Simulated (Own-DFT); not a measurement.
Simulation results for Si₄₇N₆₄ (beta silicon nitride with one vacancy, atoms displaced)

Computed with Own-DFT development build. A calculation, not a measurement: plane-wave PBE density functional theory by an unreviewed code, no spin, of a simulated periodic cell, stress positive in tension, free energy of the whole cell less one offset for each atom, defect cell not probed for a lower state with spin; forces on such cells moved up to 12 meV/angstrom on a denser k mesh; offsets are fitted by least squares, one for each functional and potential file, so energies compare only between cells with the same atoms and settings and are not formation energies; the far tail of each file's local potential was reset to the Coulomb form; each entry is a single point on an unrelaxed cell, so the pressure reflects the starting lattice, mostly measured values (interpolated for alloys), from which strain is counted, and rises with the displacements; printed positions are rounded, which can move forces by about a meV/angstrom; the program, named Own-DFT, is a retired in-house code; no spin-orbit coupling; before rounding, a Quantum ESPRESSO 7.3.1 run of the same cell and cutoff gave forces within 1 meV/angstrom rms on each cell, which checks the program and not the settings.

Settings shared by all entries: functional PBE; potential files PseudoDojo norm-conserving, scalar-relativistic, standard set; wave cutoff 42 hartree; occupations Fermi-Dirac; smearing width 0.1 eV; k mesh 2 x 2 x 4 centred on Gamma.

(1) Si₄₇N₆₄ (beta silicon nitride with one vacancy, atoms displaced)

```
Si47N64
1.0
     15.2120     0.0000     0.0000
     -7.6060    13.1740     0.0000
      0.0000     0.0000     5.8180
Si N Si N Si N Si N Si N Si N Si N Si N
6 8 6 8 6 8 6 8 6 8 6 8 5 8 6 8
Direct
  0.08528 0.38666 0.12699
  0.11562 0.20297 0.12118
  0.29801 0.41493 0.12226
  0.41082 0.11312 0.37470
  0.38027 0.29763 0.37829
  0.20173 0.08628 0.37853
  0.16806 0.01681 0.11941
  0.48138 0.14699 0.12556
  0.35148 0.33719 0.12241
  0.33265 0.48467 0.37657
  0.01429 0.34821 0.37149
  0.14993 0.16589 0.37217
  0.16667 0.33306 0.13585
  0.33382 0.16618 0.37975
  0.08794 0.38262 0.62401
  0.11662 0.20506 0.62659
  0.29518 0.41063 0.61863
  0.41470 0.11873 0.86870
  0.38372 0.29768 0.87650
  0.20155 0.08825 0.87860
  0.16665 0.01353 0.63376
  0.48273 0.15043 0.61724
  0.34899 0.33388 0.61963
  0.33375 0.48356 0.87717
  0.01147 0.34306 0.86672
  0.15001 0.16612 0.88298
  0.16873 0.33185 0.62365
  0.33403 0.16984 0.87083
  0.08662 0.88722 0.12044
  0.11662 0.70428 0.12554
  0.29992 0.91740 0.12281
  0.41706 0.61963 0.36628
  0.38730 0.79845 0.37104
  0.20144 0.58997 0.37240
  0.16636 0.51562 0.11942
  0.48404 0.64627 0.11839
  0.34929 0.83102 0.12523
  0.33491 0.98474 0.36580
  0.01607 0.85134 0.38646
  0.14581 0.66363 0.37489
  0.16892 0.83143 0.12783
  0.33016 0.66804 0.36463
  0.08926 0.88763 0.61664
  0.11537 0.70371 0.62843
  0.30032 0.91552 0.61837
  0.41664 0.61517 0.87140
  0.38469 0.79816 0.88343
  0.20129 0.58695 0.87855
  0.16635 0.51592 0.63070
  0.48432 0.65154 0.62468
  0.34898 0.83284 0.62925
  0.32962 0.98299 0.87619
  0.01741 0.85411 0.88266
  0.14949 0.66692 0.86884
  0.16452 0.83593 0.63151
  0.33438 0.66595 0.88525
  0.58525 0.38792 0.12023
  0.61744 0.20276 0.12886
  0.79760 0.41182 0.12589
  0.90813 0.11717 0.37480
  0.88210 0.29564 0.37422
  0.70147 0.09069 0.38020
  0.66857 0.01713 0.12499
  0.98769 0.14957 0.11982
  0.85143 0.33545 0.12760
  0.83644 0.48618 0.37217
  0.51669 0.35166 0.37652
  0.65419 0.17220 0.37755
  0.66371 0.33185 0.12559
  0.83482 0.16764 0.37504
  0.58208 0.38075 0.62334
  0.61544 0.20206 0.63501
  0.80071 0.41481 0.62521
  0.91730 0.11506 0.87016
  0.88355 0.30038 0.87723
  0.70215 0.08379 0.86394
  0.66590 0.01643 0.62614
  0.98495 0.15232 0.61497
  0.85014 0.33586 0.62644
  0.83566 0.48626 0.87614
  0.51826 0.35156 0.87597
  0.64956 0.16346 0.87822
  0.66736 0.33823 0.63211
  0.82866 0.16595 0.87719
  0.61827 0.70225 0.11698
  0.79832 0.90962 0.12178
  0.91434 0.61255 0.37233
  0.88813 0.80138 0.37111
  0.70499 0.58789 0.36561
  0.66381 0.51451 0.12135
  0.98347 0.65273 0.12234
  0.85107 0.83672 0.12802
  0.83617 0.98423 0.37130
  0.51458 0.84480 0.37209
  0.65502 0.66308 0.37676
  0.66731 0.83455 0.13123
  0.82893 0.66293 0.38147
  0.58618 0.88593 0.62411
  0.61717 0.70420 0.62437
  0.79744 0.91325 0.62846
  0.91267 0.61612 0.88084
  0.88817 0.79945 0.87188
  0.70182 0.58491 0.87764
  0.66938 0.51504 0.62231
  0.98550 0.65250 0.62479
  0.84864 0.83535 0.62437
  0.83532 0.98564 0.87736
  0.51353 0.84928 0.87614
  0.64754 0.66422 0.86334
  0.66885 0.83757 0.62479
  0.83664 0.67103 0.88883
```

The calculation gives: free energy of cell above offsets -5.254 eV; pressure 5.78 GPa; stress xx -5.44 GPa; stress yy -5.55 GPa; stress zz -6.37 GPa; stress yz -0.34 GPa; stress xz -0.81 GPa; stress xy 0.32 GPa.

Force:
```
element  x (eV/Å)  y (eV/Å)  z (eV/Å)
     Si     1.428    -1.358    -1.236
     Si    -0.313     1.024     1.699
     Si     -0.65    -0.616     0.867
     Si    -0.384     1.212    -1.025
     Si     2.245    -0.794    -1.602
     Si     0.374     0.651    -0.092
      N    -0.304    -0.465     1.813
      N       1.4     0.637    -0.453
      N     0.003    -0.084     0.454
      N     0.402     0.987    -0.492
      N     -0.41     0.273     0.799
      N     0.516    -0.498     0.847
      N    -0.641     0.695    -0.664
      N    -0.893     0.042    -0.202
     Si    -0.156      0.42    -0.199
     Si     0.271    -1.441    -0.611
     Si     0.551     1.588     1.072
     Si    -1.024    -1.109     1.063
     Si     0.503      0.52    -0.462
     Si     1.178      0.66     -0.76
      N    -0.425     1.971    -1.179
      N     1.342     0.211      0.96
      N     -0.42     0.466     1.737
      N     0.266     0.249    -1.682
      N     0.767     1.212     1.191
      N     0.208    -0.242    -2.176
      N    -1.584     0.539     0.278
      N     0.006    -1.019     0.192
     Si     2.256    -0.828     1.756
     Si    -0.427    -0.344     -0.54
     Si     0.407    -3.269    -0.601
     Si    -1.912     -0.66     0.912
     Si     0.312     0.103     0.872
     Si     0.767    -1.031     0.701
      N    -0.796    -0.253     1.419
      N     1.727     0.395     0.539
      N    -2.274     1.982     0.698
      N     0.064     0.282     1.712
      N    -0.318     0.257    -2.936
      N    -0.008    -0.096     0.156
      N    -1.663     1.942     0.095
      N     1.538    -0.741     0.428
     Si     0.237    -0.981     3.032
     Si    -0.588     1.173    -0.989
     Si    -0.875    -1.817     1.119
     Si    -2.203     -0.29     0.256
     Si     1.478      -0.8    -1.235
     Si      0.99     1.276    -1.087
      N    -0.378    -0.669    -1.293
      N     1.171     0.185    -1.259
      N    -0.948     0.715    -0.854
      N     0.731     2.274    -1.568
      N    -0.514    -0.155    -2.195
      N     0.731    -0.768      1.59
      N     2.005     -0.55    -0.587
      N    -0.329    -0.295    -0.542
     Si      1.67    -1.565     1.576
     Si    -1.621    -0.007    -0.714
     Si    -1.475     0.002    -0.247
     Si     3.067    -1.524     -1.39
     Si     0.784     0.485     0.768
     Si     0.909    -1.987    -2.012
      N    -0.011     1.133     0.365
      N    -1.695    -0.552     0.676
      N    -0.523     0.428     -0.07
      N     0.316      -1.5     0.152
      N    -2.012    -0.735    -1.141
      N     0.061    -0.489     1.138
      N     0.605     1.077      0.02
      N    -2.367     0.489     0.325
     Si     1.974     2.306     0.081
     Si    -0.641     1.759     -0.92
     Si    -1.977    -0.029     0.001
     Si    -2.118     0.592     0.483
     Si     0.792    -2.196    -0.561
     Si    -0.603    -0.007     3.717
      N    -0.255    -0.386    -1.909
      N     0.478     0.003     0.907
      N     0.153    -0.009    -0.507
      N     0.364    -0.452     0.293
      N    -2.555    -1.072    -0.519
      N    -0.439     0.178    -0.168
      N     1.287     -1.92    -0.163
      N     2.439     0.904    -0.408
     Si    -1.225     1.066     1.397
     Si    -2.688     1.724     0.785
     Si    -1.618     2.028     0.795
     Si    -1.077    -2.328     1.229
     Si     0.064    -1.774     2.078
      N     0.033     0.589     0.148
      N     1.546     0.292     0.776
      N     2.051    -0.863    -1.098
      N     0.053     0.525     0.666
      N      0.26     0.346     1.604
      N    -3.267      1.65    -0.812
      N     0.977    -1.257    -0.311
      N     3.209      2.57    -0.426
     Si    -0.485    -0.551    -0.115
     Si    -0.495     0.656    -1.779
     Si    -0.013     0.992    -0.928
     Si    -0.376     0.551    -1.518
     Si    -1.083     0.014     0.466
     Si     0.616      1.36     -2.16
      N    -0.649    -0.416     0.116
      N    -0.508    -0.674     0.291
      N     1.186    -0.357     0.125
      N     0.455    -0.174    -0.559
      N     0.476     0.308    -1.515
      N     1.388    -0.873     1.543
      N    -0.029     -1.66     0.113
      N    -0.848    -1.435    -0.419
```

(2) Si₄₇N₆₄ (beta silicon nitride with one vacancy, atoms displaced)

```
Si47N64
1.0
     15.2120     0.0000     0.0000
     -7.6060    13.1740     0.0000
      0.0000     0.0000     5.8180
Si N Si N Si N Si N Si N Si N Si N Si N
6 8 6 8 5 8 6 8 6 8 6 8 6 8 6 8
Direct
  0.08759 0.38628 0.12159
  0.11716 0.20663 0.12365
  0.29599 0.41385 0.12580
  0.41238 0.11295 0.37932
  0.38532 0.29627 0.37350
  0.20482 0.09053 0.36949
  0.16466 0.01426 0.12389
  0.48223 0.15058 0.11879
  0.34887 0.33307 0.12877
  0.33694 0.48315 0.37147
  0.01525 0.35046 0.37210
  0.15225 0.16300 0.37661
  0.16735 0.33255 0.12303
  0.33300 0.16608 0.37747
  0.08759 0.38564 0.63218
  0.11427 0.20499 0.62906
  0.29772 0.41319 0.63242
  0.41504 0.11842 0.88919
  0.38631 0.29762 0.87279
  0.20400 0.08768 0.87260
  0.16808 0.01697 0.61886
  0.48311 0.15280 0.62848
  0.35110 0.33370 0.61781
  0.33437 0.48478 0.88032
  0.01652 0.35389 0.87477
  0.14980 0.16694 0.87204
  0.16656 0.33190 0.61806
  0.33046 0.16385 0.88018
  0.11299 0.70357 0.13481
  0.29734 0.91416 0.12322
  0.41214 0.61772 0.37523
  0.38608 0.80048 0.37422
  0.20611 0.58774 0.36930
  0.16677 0.51484 0.11518
  0.48786 0.64793 0.11562
  0.34584 0.83502 0.12599
  0.33492 0.98776 0.38553
  0.01563 0.84815 0.37967
  0.14943 0.66306 0.38006
  0.16413 0.83481 0.12442
  0.33077 0.66344 0.36659
  0.09053 0.88753 0.61597
  0.10967 0.69899 0.62389
  0.29755 0.91216 0.62764
  0.41261 0.61129 0.88065
  0.38114 0.79577 0.87145
  0.20505 0.58711 0.86232
  0.16652 0.51376 0.62986
  0.48451 0.65048 0.62001
  0.34943 0.83426 0.62989
  0.33468 0.98292 0.87277
  0.01655 0.85311 0.87272
  0.14797 0.66199 0.88130
  0.16592 0.83303 0.61989
  0.33736 0.66724 0.87430
  0.58882 0.38524 0.12291
  0.61491 0.20321 0.11959
  0.79945 0.41152 0.12552
  0.91519 0.11501 0.37953
  0.88128 0.29455 0.36195
  0.70223 0.08717 0.36971
  0.66749 0.01579 0.12857
  0.98107 0.15134 0.12876
  0.84452 0.33482 0.12434
  0.83091 0.48387 0.36947
  0.51226 0.34384 0.37692
  0.65263 0.16919 0.36781
  0.66556 0.33331 0.11927
  0.83471 0.16647 0.38658
  0.58705 0.38269 0.62728
  0.61537 0.20232 0.62453
  0.79983 0.41550 0.61495
  0.91246 0.11208 0.88302
  0.88472 0.29988 0.87472
  0.70112 0.08483 0.87298
  0.66916 0.02053 0.63178
  0.98283 0.15484 0.62508
  0.85058 0.33303 0.62444
  0.83283 0.48210 0.87188
  0.51683 0.35285 0.87377
  0.65355 0.16545 0.87762
  0.66959 0.33779 0.62857
  0.83539 0.16808 0.87750
  0.58742 0.88337 0.13056
  0.61126 0.70296 0.11585
  0.79808 0.91520 0.11446
  0.91452 0.61693 0.38003
  0.88157 0.79990 0.37932
  0.70165 0.58508 0.36877
  0.66458 0.51588 0.12568
  0.98494 0.65236 0.12064
  0.85016 0.83445 0.12833
  0.83684 0.98401 0.37327
  0.51464 0.85217 0.37963
  0.64972 0.66625 0.37546
  0.66413 0.83413 0.12289
  0.83237 0.66816 0.37697
  0.58540 0.88712 0.62506
  0.61763 0.70071 0.63389
  0.79904 0.91391 0.63309
  0.91429 0.61327 0.88041
  0.88905 0.80106 0.87312
  0.70077 0.58940 0.89211
  0.66527 0.51380 0.63436
  0.98568 0.65052 0.62650
  0.85489 0.84000 0.62081
  0.83529 0.98202 0.86652
  0.51710 0.84843 0.88077
  0.65001 0.66649 0.88140
  0.66441 0.83261 0.63199
  0.83505 0.67133 0.87613
```

Q: Estimate the stress xx of Si₄₇N₆₄ (beta silicon nitride with one vacancy, atoms displaced) (entry 2).
A: -5.86 GPa

Q: What stress zz does the calculation give for Si₄₇N₆₄ (beta silicon nitride with one vacancy, atoms displaced) (entry 2)?
A: -5.97 GPa

Further results for Si₄₇N₆₄ (beta silicon nitride with one vacancy, atoms displaced) (entry 2):

- free energy of cell above offsets: -4.685 eV
- pressure: 5.82 GPa
- stress yy: -5.64 GPa
- stress yz: -1.06 GPa
- stress xz: -1.08 GPa
- stress xy: -0.13 GPa

Force:
```
element  x (eV/Å)  y (eV/Å)  z (eV/Å)
     Si     0.484    -0.546     0.933
     Si     0.707    -2.407     0.691
     Si     1.057    -1.442     0.627
     Si    -1.127     1.895    -0.019
     Si    -0.719     -0.61    -0.291
     Si     0.581    -2.829    -0.335
      N     0.384      1.17    -0.344
      N     2.367     0.702     3.487
      N    -0.143     0.533    -1.287
      N    -0.394     1.235     1.263
      N    -0.236     0.316     0.116
      N    -3.574     2.281    -0.086
      N    -1.229     1.409    -0.118
      N     1.285     0.341    -0.034
     Si     0.099    -1.076     -2.05
     Si     1.018    -1.638    -1.235
     Si     0.426    -0.814    -1.779
     Si    -2.464    -2.078    -4.125
     Si    -0.938    -0.554     0.422
     Si    -1.565    -1.953     0.571
      N     0.056     0.633      0.39
      N       1.4     0.141     0.413
      N    -0.674     0.716     1.663
      N     0.053    -0.755    -0.613
      N    -0.766    -0.416     0.519
      N    -0.091     -0.16     0.485
      N    -0.519      1.77     0.501
      N     1.565     1.869    -0.234
     Si     0.928     0.974     -1.24
     Si    -2.601     0.122     0.942
     Si     1.459    -1.222      -0.5
     Si    -1.179    -1.398    -0.068
     Si    -1.943    -1.648    -0.018
      N     0.239     0.653     0.821
      N    -2.961    -1.096     1.747
      N     2.066    -0.758     0.034
      N     0.679    -2.079    -1.434
      N     -1.49    -0.751     0.334
      N    -0.228    -0.219    -0.182
      N     1.369     -0.19     0.187
      N     1.057     2.831     0.209
     Si     -0.82     0.288     1.332
     Si     2.925      1.64     1.263
     Si    -1.165    -0.018    -0.173
     Si    -0.208     1.977    -2.084
     Si     1.546     0.142     1.652
     Si    -0.366     1.197     2.413
      N     0.231      0.46    -2.387
      N     0.281    -0.367     1.198
      N     0.268    -0.034    -1.419
      N     0.429     1.557     0.669
      N      1.01     0.391    -1.771
      N    -0.495      0.43    -0.808
      N     1.259    -0.921      0.11
      N    -0.908    -0.503    -0.148
     Si    -0.723    -0.827     0.767
     Si    -0.031     0.431      0.12
     Si    -3.448     1.213    -1.095
     Si     -1.73    -0.298     -0.15
     Si     1.127     0.168     2.324
     Si     0.965     1.382     1.317
      N    -0.357    -0.986    -0.678
      N     2.312     0.616    -0.229
      N     3.056    -1.681    -0.495
      N     0.707     1.509    -0.101
      N     1.719     1.448    -0.608
      N    -0.231    -0.717     0.718
      N     0.701     0.153     0.228
      N     -0.84    -0.529    -0.879
     Si    -0.028     0.756    -0.734
     Si     0.004     1.242     0.108
     Si    -0.093    -1.532      1.58
     Si    -1.175     1.631    -1.453
     Si     0.494    -1.345    -0.355
     Si     1.509     2.259     1.942
      N    -0.658    -2.634     -2.59
      N     1.364    -0.233     1.346
      N    -0.958     0.988    -1.206
      N     0.611     1.084     0.333
      N    -0.474    -0.549     0.661
      N    -1.546     0.361    -0.682
      N     0.465    -2.131    -0.368
      N    -0.496    -0.662     0.394
     Si    -0.528     0.762    -0.699
     Si     2.717     1.589     2.732
     Si     0.212    -1.916     2.543
     Si    -1.585     0.576    -1.423
     Si     3.243    -0.615    -1.443
     Si    -0.172     1.264     3.125
      N    -0.136    -1.208     0.536
      N    -0.156    -1.092     1.877
      N    -1.271     0.939    -1.442
      N    -0.298     0.204       0.1
      N    -0.069     0.093    -0.586
      N     0.157    -0.333    -0.568
      N     1.689    -0.107     0.142
      N     0.568    -0.766    -0.004
     Si     1.897    -0.283     1.512
     Si    -1.572     1.121    -2.315
     Si    -1.125    -2.029    -3.871
     Si    -2.169     0.685    -0.842
     Si     0.229     0.042     0.822
     Si     2.195     0.249    -3.408
      N    -0.456     1.092    -0.673
      N    -1.688    -1.392     0.207
      N    -1.517     0.171     1.961
      N     0.003     2.294     2.033
      N    -1.906     0.073    -0.409
      N     0.244    -0.286    -0.273
      N     0.575     0.657    -0.229
      N     0.253    -2.089      0.17
```
